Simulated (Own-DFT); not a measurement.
Hf$_{36}$O$_{71}$ (tetragonal hafnia with one neutral oxygen vacancy, atoms displaced) (calculated)

Computed with Own-DFT development build. A calculation, not a measurement: plane-wave PBE and HSE06 DFT by an unreviewed code, no spin, of a simulated cell at Gamma alone, so results move with cell size and shape, stress positive in tension, energies less offsets, not probed for a lower state with spin; hafnium file: forces about 75 meV/angstrom off all-electron values; oxygen file: force components 24 meV/angstrom off all-electron in a glass; k mesh not checked against a denser one; forces and stress are PBE's, HSE06 gives the energy alone, and its difference from PBE has offsets of its own; offsets are fitted by least squares, one for each functional and potential file, so energies compare only between cells with the same atoms and settings and are not formation energies; the far tail of each file's local potential was reset to the Coulomb form; each entry is a single point on an unrelaxed cell, so the pressure reflects the starting lattice, taken from the Materials Project, from which strain is counted, and rises with the displacements; printed positions are rounded, which can move forces by about a meV/angstrom; the program is a retired in-house code; no spin-orbit coupling.

Settings shared by all entries: first functional PBE; second functional HSE06; exact exchange share 0.25; screening 0.11 1/bohr; exchange divergence Gygi-Baldereschi; potential files PseudoDojo norm-conserving, scalar-relativistic, made for PBE, standard set; wave cutoff 48 hartree; occupations fixed; k mesh 1 x 1 x 1 centred on Gamma.

(1) 
```xyz
107
Lattice="10.7800 0.0000 0.0000 0.0000 10.7800 0.0000 0.0000 0.0000 10.4493" Properties=species:S:1:pos:R:3:force_x:R:1:force_y:R:1:force_z:R:1 formula=Hf36O71 PBE_energy_of_cell_above_offsets=-100.992 HSE06_less_PBE_above_offsets=-0.149 PBE_pressure=0.62 PBE_stress_xx=-0.13 PBE_stress_yy=-0.64 PBE_stress_zz=-1.1 PBE_stress_yz=-0.42 PBE_stress_xz=-0.39 PBE_stress_xy=-0.12
Hf     0.0366    10.7223    10.4215     -0.744      1.377      0.153
Hf     1.7429     1.7964     2.6065      0.849      0.177        0.4
O     10.7731     1.7806     1.5926      0.211      0.229     -0.041
O      1.7388    10.7796     3.6177      0.489      0.361     -0.153
O     10.7253     1.7190     4.1813      0.507      1.946     -0.273
O      1.8100    10.7552     0.9993     -0.093      0.024      0.305
Hf    10.7393     0.0139     5.1935      0.352     -0.412      1.038
Hf     1.7733     1.8203     7.8065      0.547     -0.011      0.194
O      0.0635     1.8200     6.7852     -1.347     -0.138       0.05
O      1.7979     0.0375     8.8419     -0.117     -0.592      0.177
O      0.0068     1.7780     9.4291      0.014       0.11      0.121
O      1.8021     0.0010     6.2328      0.089     -0.153     -0.041
Hf     0.0294     3.5982     0.0175     -0.565     -0.367     -0.581
Hf     1.8523     5.3846     2.5895      -0.28      0.732      0.559
O     10.7471     5.4362     1.5711      0.925      0.311          0
O      1.8304     3.6108     3.6740     -0.653      -0.71     -0.424
O     10.7776     5.3645     4.1942      0.134      0.774     -0.219
O      1.8313     3.5723     1.0466     -0.512      0.091      0.261
Hf     0.0454     3.6316     5.1919     -1.002     -0.482      0.956
Hf     1.7976     5.3832     7.9103     -0.255      0.296     -0.963
O      0.0218     5.3848     6.7902      0.199      0.254      0.182
O      1.8115     3.5779     8.8791     -0.105     -0.037      0.205
O      0.0118     5.3828     9.4447      0.158     -0.136      0.027
O      1.7895     3.6048     6.2797      0.528     -0.113     -0.262
Hf    10.7489     7.1827    10.4356       0.06     -0.393      0.267
Hf     1.7591     9.0215     2.6086      0.826     -1.111      0.601
O      0.0446     8.9699     1.5818     -0.824     -0.142     -0.567
O      1.7543     7.1812     3.6659     -0.128      0.228     -0.641
O      0.0046     9.0551     4.1903     -0.227     -1.229     -0.287
O      1.8062     7.2071     1.0306     -0.069      -0.23     -0.355
Hf     0.0077     7.1720     5.1990      0.354      0.267       0.76
Hf     1.7508     9.0285     7.8242      0.885     -0.835     -0.279
O      0.0256     8.9971     6.8056     -0.839      0.015      0.311
O      1.7787     7.1755     8.8622      0.114      0.536      0.074
O     10.7677     9.0069     9.4037      0.207     -0.773      0.028
O      1.8376     7.2008     6.2454     -0.787      0.102     -0.104
Hf     3.5876     0.0358     0.0163      0.438     -0.597     -0.613
Hf     5.3683     1.7596     2.6002      0.897      0.894      0.273
O      3.6109     1.7581     1.5984     -0.744     -0.414     -0.282
O      5.4102    10.7475     3.6123     -0.195      0.531      0.354
O      3.5605     1.7803     4.2015        0.2     -0.219      0.249
O      5.4589    10.7450     1.0103     -1.093      0.126      0.261
Hf     3.5715    10.7282     5.2367      0.705       0.65      0.366
Hf     5.3640     1.7779     7.8428      0.603      1.264      0.076
O      3.6307     1.8072     6.8219     -0.923      -0.12     -0.299
O      5.3628     0.0145     8.8377     -0.096     -0.169      0.775
O      3.5674     1.7608     9.4034      0.281      0.393      0.453
O      5.4369    10.7534     6.2873     -0.631       0.24     -0.782
Hf     3.5949     3.5663    10.4234      0.686     -0.179     -0.127
Hf     5.4108     5.3889     2.5622      0.235      0.364      1.342
O      3.5946     5.3980     1.5674      0.362      0.031     -0.188
O      5.4126     3.5698     3.5840     -0.262      0.078      0.364
O      3.5651     5.3795     4.1593      0.048      0.122      0.622
O      5.3839     3.5281     1.0212     -0.367      0.318      0.024
Hf     3.5635     3.5880     5.2374      0.675      0.163      0.061
Hf     5.3547     5.4431     7.8362      1.269     -1.078     -0.143
O      3.5852     5.3975     6.8958     -0.508      0.055     -0.793
O      5.3742     3.6406     8.8797     -0.104      -0.99      0.093
O      3.6032     5.3308     9.4529      -0.29      1.251      0.144
O      5.3708     3.6325     6.3337      0.158     -0.134     -1.476
Hf     3.6059     7.1763     0.0068     -0.203      0.067     -0.146
Hf     5.3460     9.0232     2.5764       1.37     -1.619      0.638
O      3.5950     8.9534     1.6338     -0.429      0.341     -0.671
O      5.3977     7.1862     3.6561      -0.29      0.154     -0.688
O      3.5670     8.9758     4.1987     -0.034      0.511     -0.184
O      5.4326     7.2107     1.0729     -1.029     -0.389     -0.664
Hf     3.6008     7.2356     5.2336      0.492     -0.935      0.003
Hf     5.3914     9.0397     7.8695      0.174     -0.782     -0.987
O      3.6368     8.9483     6.7953     -0.698      0.518      0.187
O      5.3921     7.1824     8.8448     -0.213      0.801      0.696
O      3.5838     8.9706     9.4091      0.113      0.427       0.69
O      5.4190     7.2039     6.2399     -0.134     -0.338      0.077
Hf     7.1980     0.0189     0.0086      0.846      0.241       0.09
Hf     9.0078     1.8220     2.6463     -0.448      0.155     -0.311
O      7.2409     1.8625     1.5956     -0.517     -0.342      0.014
O      8.9620     0.0368     3.6522       -0.2     -0.596     -0.185
O      7.1747     1.8122     4.1620      0.184     -0.384      0.581
O      8.9931    10.7727     1.0242      0.318     -0.199      0.089
Hf     7.2196    10.7388     5.1797     -0.316     -0.008      0.602
Hf     8.9734     1.7919     7.8277      0.325      0.671      0.109
O      7.1781     1.8384     6.8684      0.209      0.023     -0.705
O      8.9941    10.7577     8.8900     -0.148      0.857      0.044
O      7.1507     1.7682     9.4221      0.091      0.102      0.285
O      8.9872     0.0104     6.2666      -0.08      0.244      0.033
Hf     7.1651     3.5910     0.0220      0.531      0.192     -0.932
Hf     9.0323     5.3938     2.6263     -0.815     -0.021     -0.295
O      7.2180     5.3782     1.5796       0.03      0.309      -0.04
O      9.0532     3.6532     3.6480      -0.19     -1.264     -0.247
O      7.1602     5.3854     4.2045      0.182     -0.271      0.206
O      9.0201     3.6457     0.9569     -0.078     -0.257      0.669
Hf     7.1638     3.5448     5.2285     -0.102      1.091      0.646
Hf     8.9726     5.4080     7.8334      0.092     -1.254     -0.365
O      7.2356     5.3876     6.8735     -1.112      0.311     -0.649
O      8.9321     3.5649     8.8498      0.346      0.069     -0.162
O      7.1644     5.3918     9.4106      0.151      0.295      0.877
O      8.9925     3.6685     6.2498      0.202     -0.848      -0.67
Hf     7.1576     7.2007     0.0130      0.902     -0.542      0.035
Hf     9.0401     8.9857     2.5783     -1.093      0.149      0.115
O      7.2156     8.9064     1.5777      0.267      -0.01       0.51
O      9.0176     7.1911     3.6113      0.209      0.229      -0.35
O      7.1813     8.9691     4.2269      0.339      0.176     -0.475
Hf     7.2184     7.1859     5.2287     -0.672     -0.352      0.172
Hf     8.9456     9.0298     7.9214      0.316      -1.21     -1.743
O      7.2140     9.0075     6.7723     -0.103      0.082      1.151
O      9.0102     7.1449     8.8239      0.052       1.49      1.161
O      7.1480     9.0039     9.4731      0.285     -0.208     -0.821
O      8.9812     7.2214     6.2697      0.634     -0.222     -0.625
```

Units: PBE_energy_of_cell_above_offsets, HSE06_less_PBE_above_offsets in eV; PBE_pressure, PBE_stress_xx, PBE_stress_yy, PBE_stress_zz, PBE_stress_yz, PBE_stress_xz, PBE_stress_xy in GPa; force_x, force_y, force_z in eV/Å.

(2) 
```xyz
107
Lattice="10.7800 0.0000 0.0000 0.0000 10.7800 0.0000 0.0000 0.0000 10.4493" Properties=species:S:1:pos:R:3:force_x:R:1:force_y:R:1:force_z:R:1 formula=Hf36O71 PBE_energy_of_cell_above_offsets=-96.565 HSE06_less_PBE_above_offsets=0.103 PBE_pressure=1.89 PBE_stress_xx=-1.29 PBE_stress_yy=-2.43 PBE_stress_zz=-1.95 PBE_stress_yz=0.48 PBE_stress_xz=0.3 PBE_stress_xy=0
Hf    10.7779     0.0818     0.1065      0.319     -1.397     -2.287
Hf     1.7783     1.7871     2.5951      1.052      0.774       1.18
O     10.7600     1.8562     1.5913      1.911     -0.807     -1.566
O      1.8121    10.7582     3.6157      0.113      0.681      0.002
O     10.6970     1.7981     4.1904      1.027       0.46       -0.2
O      1.8647     0.0357     1.0668     -1.508      0.217     -0.185
Hf     0.0333     0.0242     5.2852     -0.175      0.726     -0.124
Hf     1.8920     1.8245     7.9039     -2.223      -1.48      -2.82
O      0.0191     1.7698     6.8042       0.35      0.154      0.587
O      1.7318     0.0416     8.8353       0.77     -0.517        0.9
O     10.7563     1.7723     9.4061      0.431      0.496      1.109
O      1.8199    10.7731     6.2643       0.51     -0.024     -0.566
Hf    10.7642     3.6070    10.3793     -1.171      0.265      1.218
Hf     1.8598     5.4080     2.5109     -2.886     -1.399      1.443
O      0.0477     5.3047     1.5864     -0.981      0.981      0.249
O      1.7976     3.6422     3.5993      0.248     -1.218     -0.156
O      0.0582     5.3394     4.1353     -1.295       1.72      0.338
O      1.7782     3.6438     1.0356      1.114     -0.867     -1.365
Hf    10.7096     3.6638     5.1569      0.477     -1.512       1.58
Hf     1.8389     5.3300     7.8461     -1.168      1.744     -1.358
O     10.7711     5.4372     6.7762      0.176      -0.78      0.783
O      1.7583     3.5825     8.8769      0.332      0.297      0.428
O     10.7548     5.4090     9.5429      0.531     -0.362     -1.293
O      1.7926     3.5728     6.1758     -0.241      0.261      0.858
Hf     0.0753     7.1932     0.0312     -0.332      0.433     -0.309
Hf     1.7877     8.9509     2.6254     -0.172       0.11      0.027
O     10.7302     8.9730     1.5417      1.155     -0.187      0.277
O      1.7126     7.1011     3.5910      0.772      1.803     -0.353
O      0.0361     9.0291     4.1434       0.01      -0.78      0.638
Hf    10.7392     7.2096     5.2470      0.933     -0.308      -0.34
Hf     1.7514     8.9647     7.8323      1.019      1.361     -0.969
O     10.7571     8.9971     6.8288      0.082      0.096     -0.703
O      1.7175     7.3095     8.8714      0.784     -3.548      0.693
O      0.0715     8.9521     9.4349     -0.723      1.364      0.586
O      1.7473     7.1777     6.2173      0.872      0.389     -0.216
Hf     3.5399     0.0272    10.3995      2.176     -1.765      0.539
Hf     5.3701     1.8429     2.6036      1.798     -1.329      0.481
O      3.6062     1.8179     1.6513     -1.107       0.44     -1.727
O      5.3737     0.0703     3.6283     -0.127     -1.764     -0.221
O      3.6458     1.8137     4.1501     -0.902       0.24      0.624
O      5.3327    10.7328     1.0495       0.09      0.408     -0.878
Hf     3.6261     0.0438     5.1535      0.989     -0.598      1.285
Hf     5.3954     1.8311     7.8334      1.968     -1.716     -1.201
O      3.6360     1.7980     6.8189     -0.678      0.409      -0.46
O      5.4574     0.0715     8.8952     -0.993     -0.576     -0.289
O      3.5866     1.7811     9.3431     -0.207      0.675      0.603
O      5.4257     0.0458     6.2231      -0.27     -0.118     -0.453
Hf     3.5706     3.5243    10.3466      0.345      0.468      1.983
Hf     5.3378     5.3560     2.6546      1.056     -0.337     -0.546
O      3.5399     5.4977     1.6487      2.897       0.27     -2.159
O      5.3802     3.5525     3.6857      -0.41      1.864     -0.605
O      3.5903     5.4202     4.1160      0.492     -1.288     -0.033
O      5.4770     3.5421     1.0428     -2.753      0.121     -0.345
Hf     3.5799     3.5883     5.2303      0.068     -0.167     -0.336
Hf     5.4075     5.4420     7.8064       -1.6     -0.092     -0.222
O      3.5356     5.3772     6.7453      0.155      0.294       0.67
O      5.4325     3.6156     8.7962     -0.497      0.262      1.138
O      3.5890     5.3260     9.4143     -0.422      0.696      0.027
O      5.3345     3.7154     6.2569      0.599     -0.471     -0.303
Hf     3.5948     7.1769    10.4262      0.198      0.495      0.502
Hf     5.3430     8.9312     2.6307      0.577      3.023     -1.186
O      3.6156     9.0066     1.5634     -1.227     -1.144      0.244
O      5.3813     7.2664     3.7148      0.459      -2.23     -0.556
O      3.6338     8.9526     4.1963     -0.605      0.225     -0.602
O      5.4380     7.2040     0.9913     -1.077      0.465      0.605
Hf     3.5647     7.1134     5.0618     -0.241      1.565      3.284
Hf     5.3607     8.9432     7.9429      0.335      2.464     -1.623
O      3.6458     8.9828     6.8631     -0.896       0.02     -0.065
O      5.3396     7.2346     8.8657       0.17      -2.23      0.568
O      3.6121     8.9200     9.3964      -0.28      1.495      0.871
O      5.3818     7.1640     6.2360     -0.244     -0.567      -0.32
Hf     7.2551     0.0260     0.0847     -3.677       0.11     -1.458
Hf     9.1261     1.8842     2.5873     -3.745     -0.465      1.736
O      7.2355     1.7404     1.6403     -0.238     -0.232     -0.606
O      9.0566     0.0667     3.6585     -0.681     -1.228     -0.863
O      7.1395     1.8607     4.2187       0.45     -0.594       0.29
O      8.9389    10.7570     0.9598      3.256      0.266      1.206
Hf     7.2939    10.7259     5.2283     -1.835      2.268      0.009
Hf     8.9323     1.7992     7.8831      0.691      0.185     -1.841
O      7.2204     1.7534     6.7843     -1.057      0.457      0.314
O      9.0234     0.0384     8.7753     -0.016      -1.35      1.399
O      7.2111     1.8136     9.3325     -0.202     -0.133      1.463
O      8.9957     0.0488     6.2483      0.419     -0.983      0.072
Hf     7.1432     3.5904    10.4137      1.676     -0.289      0.246
Hf     9.0381     5.4209     2.7030     -0.064      -0.73     -1.898
O      7.0520     5.3818     1.5238      1.113      0.386      1.377
O      9.0362     3.6054     3.6610      -0.11      0.687      0.436
O      7.1947     5.3373     4.2462     -0.047      1.849     -1.089
O      8.9099     3.5989     1.1342      0.776      0.188     -1.227
Hf     7.2047     3.6215     5.2140     -0.962     -2.518       0.97
Hf     8.8781     5.4541     7.7826      1.488     -0.794      0.765
O      7.1012     5.3371     6.8940      1.584      0.491      -1.22
O      8.9486     3.5160     8.8674      0.674      2.378      0.649
O      7.2343     5.4015     9.4219      -0.36     -0.113     -0.384
O      8.9160     3.5715     6.2941       0.98      0.845     -0.644
Hf     7.2366     7.1298     0.0290     -0.156      0.672     -0.591
Hf     8.9983     8.9811     2.6083     -0.018      0.927      0.955
O      7.2451     9.1194     1.6769       -0.9     -0.728     -0.174
O      8.9938     7.1949     3.7077      0.005     -0.056     -0.506
O      7.2304     8.9583     4.2062      0.055      0.473     -0.485
O      8.9567     7.1000     1.0188      0.942      0.215      1.034
Hf     7.1190     7.2364     5.1277      0.383     -0.278      2.261
Hf     8.9957     9.0219     7.8349     -0.837     -0.605      0.636
O      7.1694     8.9441     6.8209       0.52      -0.01     -0.157
O      9.0144     7.1483     8.8796     -0.365      0.983     -0.329
O      7.1834     9.0114     9.4582      0.392     -0.591      0.477
O      9.0501     7.1881     6.2885     -2.077     -0.347     -0.201
```

Units: PBE_energy_of_cell_above_offsets, HSE06_less_PBE_above_offsets in eV; PBE_pressure, PBE_stress_xx, PBE_stress_yy, PBE_stress_zz, PBE_stress_yz, PBE_stress_xz, PBE_stress_xy in GPa; force_x, force_y, force_z in eV/Å.
